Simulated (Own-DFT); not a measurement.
# What a change of functional does to the pressure

Calculated results; nothing here was measured. The program, named Own-DFT, is a retired in-house plane-wave density functional code that no person has reviewed. Each row is one single-point run on a periodic cell that was not relaxed, without spin or spin-orbit coupling.

Known limits, some of them of some rows only: forces on such cells failed a check on a denser k mesh; forces on such cells passed a denser k mesh, each cell not checked; stress not checked against mesh or cutoff.

Each cell was run twice at the same cutoff, k mesh and smearing, with PBE and with PBEsol, on PseudoDojo norm-conserving files made for PBE. Atoms were moved at random from their sites; u is the rms move along one axis. Files made for PBEsol would give a somewhat different change.

```
cell,atoms,volume (Å³/atom),u (Å),cutoff (hartree),P with PBE (GPa),P with PBEsol (GPa),change (GPa)
C11b WSi2 with one Si on a W site (Si21W9),30,13.44,0.027,50,5.88,2.04,-3.84
C11b WSi2 with one Si on a W site (Si21W9),30,13.44,0.053,50,7.87,4.01,-3.86
C11b WSi2 with one Si on a W site (Si21W9),30,13.44,0.049,50,7.04,?,?
C40 NbSi2 with one Si vacancy (Nb12Si23),35,15.06,0.028,42,0.96,-2.61,-3.57
C40 NbSi2 with one Si vacancy (Nb12Si23),35,15.06,0.028,42,0.84,-2.73,-3.57
C40 NbSi2 with one Si vacancy (Nb12Si23),35,15.06,0.031,42,0.99,-2.58,-3.57
D0_22 TiAl3 with two Al vacancies (Al28Ti10),38,16.46,0.087,42,2.85,1.02,-1.83
D0_22 TiAl3 with two Al vacancies (Al28Ti10),38,16.46,0.048,42,1.61,-0.23,-1.84
D0_22 TiAl3 with two Al vacancies (Al28Ti10),38,16.46,0.030,42,1.19,-0.65,-1.84
beta-Si3N4 (N24Si18),42,10.74,0.044,42,-0.56,-2.92,-2.36
beta-Si3N4 (N24Si18),42,10.33,0.048,42,9.32,6.90,-2.42
beta-Si3N4 (N24Si18),42,10.50,0.046,42,4.88,2.47,-2.40
```

## Worked reading

Mean change of pressure by composition, in GPa: Si7W3, -3.85; Nb12Si23, -3.57; N4Si3, -2.39; Al14Ti5, -1.83. At a fixed cell PBEsol gives the lower pressure, because it favours a smaller volume than PBE. Here the change varies more between materials than between cells of one material.

## Withheld value

Question: what PBEsol pressure should the Si21W9 cell with the blank give?

Adding the mean change of the cells with its composition, -3.85 GPa, to 7.04 gives 3.2 GPa. The calculation gave 3.20 GPa.
